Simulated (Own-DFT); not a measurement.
# What a defect does to the pressure of its cell: zincblende GaAs

Source: density functional calculations with Own-DFT, an unreviewed in-house program that is no longer used. Nothing was measured or relaxed, and spin and spin-orbit coupling are left out.

Method: PBE; PseudoDojo norm-conserving scalar-relativistic files; cutoff 42 hartree; 3 x 3 x 3 k mesh centred on Gamma; Fermi-Dirac smearing of 0.1 eV.

Limits (not all hold for every row): not probed for a lower state with spin; forces not confirmed at this smearing and k mesh; stress not checked against mesh or cutoff.

All runs share one cell, with vectors in Å (11.737, 0.000, 0.000); (0.000, 11.737, 0.000); (0.000, 0.000, 10.833) and a volume of 1492.4 Å³, strained against the parent crystal. u is the rms random offset of the atoms per axis. The defect's site can differ from row to row.

| cell | formula | u (Å) | P (GPa) |
|---|---|---|---|
| no defect | As32Ga32 | 0.0303 | 1.28 |
| no defect | As32Ga32 | 0.0503 | 1.65 |
| no defect | As32Ga32 | 0.0514 | 1.62 |
| one As vacancy and one Ga vacancy | As31Ga31 | 0.0286 | 0.91 |
| one As vacancy and one Ga vacancy | As31Ga31 | 0.0307 | ? |
| one As vacancy and one Ga vacancy | As31Ga31 | 0.0509 | 1.33 |
| one As vacancy and one Ga vacancy | As31Ga31 | 0.0536 | 1.35 |
| one Al on a Ga site | AlAs32Ga31 | 0.0285 | 1.22 |
| one Al on a Ga site | AlAs32Ga31 | 0.0310 | 1.23 |
| one Al on a Ga site | AlAs32Ga31 | 0.0462 | 1.44 |
| one P on an As site | As31Ga32P | 0.0277 | 0.98 |
| one P on an As site | As31Ga32P | 0.0307 | 1.04 |
| one P on an As site | As31Ga32P | 0.0316 | 1.06 |
| one In on a Ga site | As32Ga31In | 0.0508 | 2.13 |
| one In on a Ga site | As32Ga31In | 0.0517 | 2.16 |
| one In on a Ga site | As32Ga31In | 0.0532 | 2.18 |

## What the rows give

P = P0 + c u² + a shift for each defect gives P0 = 1.09 GPa, c = 209 ± 11 GPa/Å² and a scatter of 0.02 GPa. The shifts, and each times the cell's volume:

- one In on a Ga site: 0.50 ± 0.02 GPa, 4.7 eV
- one Al on a Ga site: -0.07 ± 0.02 GPa, -0.7 eV
- one P on an As site: -0.26 ± 0.02 GPa, -2.4 eV
- one As vacancy and one Ga vacancy: -0.34 ± 0.02 GPa, -3.1 eV

A positive shift means that the defect pushes the cell outwards. Shift times volume (160.2 GPa Å³ is 1 eV) depends little on the cell's size, so, taken for each site, it can be compared between cells at like pressure. The atoms around the defects weren't relaxed, which would change these numbers.

## Test on the hidden row

Asked: what pressure belongs in the blank (one As vacancy and one Ga vacancy, u = 0.0307 Å)?

Estimate: 0.96 ± 0.03 GPa. Computed: 0.90 GPa.
